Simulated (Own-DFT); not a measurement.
# Misfit strain and the stress it brings: wurtzite AlGaN with randomly placed atoms, 72 atoms (Al27Ga9N36)

The numbers are computed, not measured, by runs of the plane-wave DFT program Own-DFT (in-house, retired, unreviewed) at fixed positions, with no spin and no spin-orbit coupling.

Method: PBEsol; PseudoDojo norm-conserving scalar-relativistic files, made for PBE; cutoff 42 hartree; 4 x 4 x 3 k mesh centred on Gamma; Fermi-Dirac smearing of 0.1 eV.

Keep in mind: forces on such cells passed a denser k mesh, each cell not checked; stress not checked against mesh or cutoff.

Unstrained cell vectors in Å: (9.394, 0.000, 0.000); (-4.697, 8.135, 0.000); (0.000, 0.000, 10.066). The unstrained cell has measured lattice constants (interpolated for alloys), not those of this functional. That, the random moves and any unrelaxed bonds set the pressure at no strain. Each run strains x and y alike by e, as a substrate would, and holds the height along z. Random moves of width 0.05 Å per axis were added to every atom. The random placing of the alloy's atoms differs from row to row. Stress is positive in tension.

| e (%) | u (Å) | (s_xx + s_yy)/2 (GPa) | s_zz (GPa) |
|---|---|---|---|
| -2.50 | 0.055 | -21.09 | -6.65 |
| -2.00 | 0.047 | -14.87 | -7.32 |
| -1.75 | 0.049 | -13.13 | -7.28 |
| -1.25 | 0.055 | -11.19 | -5.33 |
| 0.25 | 0.051 | -1.09 | -5.06 |
| 0.75 | 0.051 | 0.56 | -3.19 |
| 1.00 | 0.053 | 0.98 | -1.91 |
| 1.25 | 0.048 | ? | ? |
| 2.00 | 0.048 | 7.10 | -1.35 |
| 2.50 | 0.048 | 9.19 | -1.09 |

## Fit

With e as a fraction, the in-plane stress is -3.1 + 570 e - 3651 e² GPa (errors 21 and 1625, scatter 1.07), and s_zz is -4.2 + 133 e GPa (slope ± 15, scatter 0.78). At e = 0 the first slope is C11 + C12 and the second 2 C13, both with the ions held to the strained lattice and at the cell's own pressure. A free layer would change its height as e changes, and the in-plane slope would drop by 2 C13²/C33 to the biaxial modulus. At fixed height, a misfit of 1 % moves the in-plane stress by about 5.7 GPa and s_zz by 1.3 GPa.

## Check

Question: what are the two stresses at e = 1.25 %?

The fit gives 3.4 and -2.6 GPa. The calculation gave 4.10 and -4.35 GPa.
